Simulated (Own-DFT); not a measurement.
# One host, several defects: D0_22 TiAl3

No measurement is shown. These are fixed-geometry runs of a retired plane-wave code named Own-DFT, which no person has reviewed; spin and spin-orbit coupling are neglected.

Common settings: PBE; PseudoDojo norm-conserving scalar-relativistic files; cutoff 42 hartree; 4 x 4 x 4 k mesh centred on Gamma; cold (Marzari-Vanderbilt) smearing of 0.2 eV.

Limits: forces on such cells failed a check on a denser k mesh; stress not checked against mesh or cutoff.

All runs share one cell, with vectors in Å (-2.365, -6.981, 4.326); (-7.667, 3.491, 1.442); (-2.950, -3.488, -7.241) and a volume of 625.4 Å³. u is the rms random offset of the atoms per axis. The defect's site can differ from row to row.

| cell | formula | u (Å) | P (GPa) |
|---|---|---|---|
| no defect | Al30Ti10 | 0.0205 | 1.99 |
| no defect | Al30Ti10 | 0.0484 | 2.61 |
| no defect | Al30Ti10 | 0.0494 | 2.51 |
| two Al vacancies | Al28Ti10 | 0.0317 | 1.11 |
| two Al vacancies | Al28Ti10 | 0.0452 | 1.53 |
| two Al vacancies | Al28Ti10 | 0.0486 | 1.64 |
| one Ti vacancy | Al30Ti9 | 0.0268 | 1.80 |
| one Ti vacancy | Al30Ti9 | 0.0320 | 1.97 |
| one Ti vacancy | Al30Ti9 | 0.0482 | ? |
| one Ti vacancy | Al30Ti9 | 0.0508 | 2.19 |
| two Al on a Ti site each | Al32Ti8 | 0.0289 | 2.88 |
| two Al on a Ti site each | Al32Ti8 | 0.0518 | 3.47 |
| two Al on a Ti site each | Al32Ti8 | 0.0550 | 3.56 |
| two Ti on an Al site each | Al28Ti12 | 0.0281 | 3.11 |
| two Ti on an Al site each | Al28Ti12 | 0.0289 | 3.11 |
| two Ti on an Al site each | Al28Ti12 | 0.0513 | 3.95 |

## Working it out

P = P0 + c u² + a shift for each defect gives P0 = 1.81 GPa, c = 322 ± 33 GPa/Å² and a scatter of 0.11 GPa. The shifts, and each times the cell's volume:

- two Ti on an Al site each: 1.13 ± 0.09 GPa, 4.4 eV (2.2 eV for each of its 2 sites)
- two Al on a Ti site each: 0.79 ± 0.09 GPa, 3.1 eV (1.5 eV for each of its 2 sites)
- one Ti vacancy: -0.29 ± 0.09 GPa, -1.1 eV
- two Al vacancies: -0.96 ± 0.09 GPa, -3.8 eV (-1.9 eV for each of its 2 sites)

Against the defect-free cell, a freed cell would be larger where the shift is positive and smaller where it is negative (160.2 GPa Å³ is 1 eV). The atoms around the defects weren't relaxed, which would change these numbers.

## Prediction

Asked: what pressure belongs in the blank (one Ti vacancy, u = 0.0482 Å)?

The fitted form gives 2.27 ± 0.13 GPa. DFT gave 2.15 GPa.
